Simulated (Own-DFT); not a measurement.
# Strain and stress in wurtzite GaN, 96 atoms (Ga48N48)

These are calculations, not measurements. They come from Own-DFT, an in-house plane-wave density functional program, since retired, whose code no person has reviewed. Each row is one single-point run on a periodic cell that was not relaxed, without spin or spin-orbit coupling.

Settings of every run: PBE; PseudoDojo norm-conserving scalar-relativistic files (stringent for Ga); cutoff 96 hartree; 3 x 4 x 3 k mesh centred on Gamma; Gaussian smearing of 0.01 eV.

Known limits: forces on such cells passed a denser k mesh, each cell not checked; stress not checked against mesh or cutoff.

Unstrained cell vectors in Å: (12.756, 0.000, 0.000); (-4.784, 8.285, 0.000); (0.000, 0.000, 10.370). The unstrained cell has measured lattice constants (interpolated for alloys), not those of this functional. That, the random moves and any unrelaxed bonds set the pressure at no strain. Each run strains this cell uniformly, with the atoms carried along. Every atom was also moved at random, by a Gaussian of width 0.05 Å on each axis. Strain is the symmetric tensor, in per cent. Stress is positive in tension, and the pressure is minus a third of its trace.

```
run,e_xx (%),e_yy (%),e_zz (%),e_yz (%),e_xz (%),e_xy (%),s_xx (GPa),s_yy (GPa),s_zz (GPa),s_yz (GPa),s_xz (GPa),s_xy (GPa),P (GPa),E (meV/atom)
1,-0.83,-1.30,-0.26,0.70,-1.10,0.19,-12.65,-13.18,-10.98,1.43,-2.36,-0.17,12.27,30.5
2,1.44,0.29,1.45,-0.18,0.08,-1.61,-0.47,-4.00,0.66,-0.71,-0.18,-4.84,1.27,0.0
3,-0.88,-1.94,-1.63,-1.25,-0.88,-1.58,-14.57,-18.11,-17.56,-2.97,-1.23,-3.84,16.75,44.7
4,1.53,1.45,0.83,0.26,0.66,1.14,0.41,2.22,-3.10,0.35,1.50,3.44,0.15,1.1
5,-1.07,-0.60,-0.61,0.50,1.05,1.32,-12.22,-10.68,-12.44,1.08,2.50,4.24,11.78,24.6
6,-1.31,0.81,-1.27,0.64,0.09,-1.77,-13.44,-5.71,-12.70,1.45,0.07,-4.80,10.62,16.4
7,-1.23,-1.29,0.67,1.59,-0.83,-0.24,-12.88,-13.79,-6.62,4.19,-1.71,-0.73,11.10,24.8
8,-0.26,1.30,1.61,1.31,1.35,0.73,-6.78,-0.74,0.29,2.68,2.30,2.30,2.41,5.5
9,-1.31,-0.08,-1.63,-1.62,0.04,-0.86,-15.98,-9.75,-16.28,-2.56,-0.32,-4.16,14.01,43.6
10,0.78,0.88,0.14,-1.77,-0.98,-0.87,-3.53,-2.39,-6.55,-3.81,-2.06,-1.58,4.16,24.5
11,-0.61,-0.52,-1.59,-0.93,0.72,1.58,-9.85,-13.40,-14.57,-2.75,1.35,5.46,12.61,23.3
12,1.37,-0.37,0.36,0.35,0.88,-1.97,-0.90,-8.69,-5.34,0.74,1.60,-5.78,4.98,19.5
13,0.95,-0.84,0.45,-1.18,0.81,-1.10,-5.10,-8.41,-4.72,-2.46,2.49,-3.95,6.08,10.3
14,-0.75,1.30,-1.76,1.91,-1.03,-0.94,-9.86,-5.38,-15.48,4.31,-2.83,-2.80,10.24,37.3
15,-1.88,-0.14,-0.62,-1.57,-1.04,-1.25,-14.90,-11.40,-12.38,-4.09,-2.51,-3.29,12.90,35.4
16,-1.49,-0.40,-1.90,0.42,0.94,-0.11,-15.79,-12.37,-18.41,1.34,1.16,-0.37,15.52,45.1
17,1.92,0.10,1.38,-1.63,-0.32,-0.02,?,?,?,?,?,?,?,?
```

E is the free energy for each atom above the lowest run shown.

## Worked fit

Each stress component was fitted by least squares to a constant and the strains of the runs shown, as fractions, with shears doubled. Shear strains stay in the fit of a normal stress only where such slopes are resolved. The slopes, in GPa:

| stress | at no strain | per e_xx | per e_yy | per e_zz | scatter |
|---|---|---|---|---|---|
| s_xx | -7.5 | 413 ± 30 | 91 ± 26 | 64 ± 29 | 0.99 |
| s_yy | -7.4 | 94 ± 31 | 425 ± 27 | 107 ± 30 | 1.03 |
| s_zz | -7.8 | 79 ± 24 | 67 ± 21 | 448 ± 23 | 0.79 |

Each shear stress against twice its own strain: yz 114 ± 6, xz 103 ± 7, xy 153 ± 11 GPa. These are stiffnesses along x, y and z of the frame in which the cell vectors are given, which need not be the crystal's axes. The atoms are held to the strained lattice; where symmetry lets them move under strain, relaxing them would lower some slopes. The table should be nearly symmetric about its diagonal, and what it lacks of that shows the noise. A ninth of its sum, 199 ± 3 GPa, estimates the bulk modulus near the mean pressure of these runs, 9.2 GPa, so it lies above the value at zero pressure.

## Withheld run

Question: what normal stresses and pressure should run 17 give?

The fit gives s_xx = 1.4, s_yy = -3.7, s_zz = -0.1 and P = 0.8 GPa. The calculation gave 0.20, -1.58, 0.18 and P = 0.40 GPa.
